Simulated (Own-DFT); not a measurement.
# What random displacements cost in beta-Si3N4, 42 atoms (N24Si18)

All numbers below are calculated, not measured. They come from Own-DFT, an in-house plane-wave density functional program, since retired, whose code no person has reviewed. Each row is one single-point run on a periodic cell that was not relaxed, without spin or spin-orbit coupling.

Settings of every run: PBE; PseudoDojo norm-conserving scalar-relativistic files; cutoff 42 hartree; 3 x 3 x 3 k mesh centred on Gamma; Fermi-Dirac smearing of 0.1 eV.

Known limits, some of them of some rows only: some atoms lie very close together; forces on such cells passed a denser k mesh, each cell not checked; stress not checked against mesh or cutoff.

Cell vectors in Å: (7.606, 0.000, 0.000); (-3.803, 6.587, 0.000); (0.000, 0.000, 8.727). In each run every atom was moved at random and independently from its ideal site; u is the rms move along one axis. E is the free energy for each atom above the fitted value at u = 0, and F the rms of the force components.

| run | u (Å) | E (meV/atom) | F (eV/Å) | largest force (eV/Å) | P (GPa) |
|---|---|---|---|---|---|
| 1 | 0.0182 | 17.8 | 0.812 | 2.69 | 5.58 |
| 2 | 0.0194 | 17.8 | 0.844 | 3.28 | 5.55 |
| 3 | 0.0206 | 18.9 | 0.828 | 2.83 | 5.48 |
| 4 | 0.0513 | 120.0 | 1.965 | 8.82 | 8.08 |
| 5 | 0.0535 | 141.2 | 2.371 | 7.48 | 8.81 |
| 6 | 0.0909 | ? | ? | ? | ? |
| 7 | 0.1049 | 540.1 | 5.455 | 30.23 | 20.11 |
| 8 | 0.1476 | 984.9 | 6.692 | 24.79 | 29.45 |

## Worked fit

For small independent moves the energy grows as E = (3/2) K u², with K the mean stiffness felt by one atom. The runs with u up to 0.11 Å give K = 32.0 ± 0.9 eV/Å², with residuals divided by u² + 0.0006 Å², since the noise grows with the moves. The scatter is 5.5 meV/atom at u = 0.05 Å. The forces follow F = G u with G = 44.0 eV/Å²; no force at u = 0 is resolved. G exceeds K because the moves of its neighbours add to the force on an atom, and stiffness differs between atoms. At u = 0.148 Å the parabola gives 1047 meV/atom and the run 985. The pressure follows P = 4.90 + 1372 u² GPa: at fixed volume, shortened bonds push harder than stretched ones pull.

## Withheld run

Question: what energy and rms force should run 6 give?

The fit gives 397 ± 19 meV/atom and about 4.00 eV/Å. The calculation gave 386.3 meV/atom and 3.940 eV/Å.
